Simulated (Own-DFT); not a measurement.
# What a defect does to the pressure of its cell: C11b WSi2

The numbers are computed, not measured, by runs of the plane-wave DFT program Own-DFT (in-house, retired, unreviewed) at fixed positions, with no spin and no spin-orbit coupling.

Method: PBE; PseudoDojo norm-conserving scalar-relativistic files; cutoff 50 hartree; 5 x 5 x 5 k mesh centred on Gamma; cold (Marzari-Vanderbilt) smearing of 0.2 eV.

Limits: forces on such cells failed a check on a denser k mesh; stress not checked against mesh or cutoff.

All runs share one cell, with vectors in Å (-2.148, -5.953, 3.409); (-6.444, 2.976, 1.136); (-2.553, -2.948, -6.757) and a volume of 403.2 Å³. u is the rms random offset of the atoms per axis. The defect's site can differ from row to row.

| cell | formula | u (Å) | P (GPa) |
|---|---|---|---|
| no defect | Si20W10 | 0.0186 | 4.30 |
| no defect | Si20W10 | 0.0224 | 4.64 |
| no defect | Si20W10 | 0.0511 | 6.55 |
| one Si on a W site | Si21W9 | 0.0291 | 5.80 |
| one Si on a W site | Si21W9 | 0.0465 | 6.72 |
| one Si on a W site | Si21W9 | 0.0539 | 7.91 |
| one W vacancy | Si20W9 | 0.0268 | ? |
| one W vacancy | Si20W9 | 0.0290 | 3.56 |
| one W vacancy | Si20W9 | 0.0554 | 4.73 |
| one W vacancy | Si20W9 | 0.0595 | 4.61 |
| one W on a Si site | Si19W11 | 0.0288 | 9.52 |
| one W on a Si site | Si19W11 | 0.0306 | 9.73 |
| one W on a Si site | Si19W11 | 0.0492 | 10.82 |
| one Si vacancy | Si19W10 | 0.0255 | 3.18 |
| one Si vacancy | Si19W10 | 0.0444 | 4.01 |
| one Si vacancy | Si19W10 | 0.0505 | 3.78 |

## Analysis

P = P0 + c u² + a shift for each defect gives P0 = 4.37 GPa, c = 686 ± 102 GPa/Å² and a scatter of 0.37 GPa. The shifts, and each times the cell's volume:

- one W on a Si site: 4.69 ± 0.30 GPa, 11.8 eV
- one Si on a W site: 1.09 ± 0.31 GPa, 2.7 eV
- one W vacancy: -1.78 ± 0.33 GPa, -4.5 eV
- one Si vacancy: -1.90 ± 0.30 GPa, -4.8 eV

A positive shift means that the defect pushes the cell outwards. Shift times volume (160.2 GPa Å³ is 1 eV) depends little on the cell's size, so, taken for each site, it can be compared between cells at like pressure. The atoms around the defects weren't relaxed, which would change these numbers.

## Check

Question: what pressure belongs in the blank (one W vacancy, u = 0.0268 Å)?

The fit gives 3.09 ± 0.46 GPa. The hidden result is 3.38 GPa.
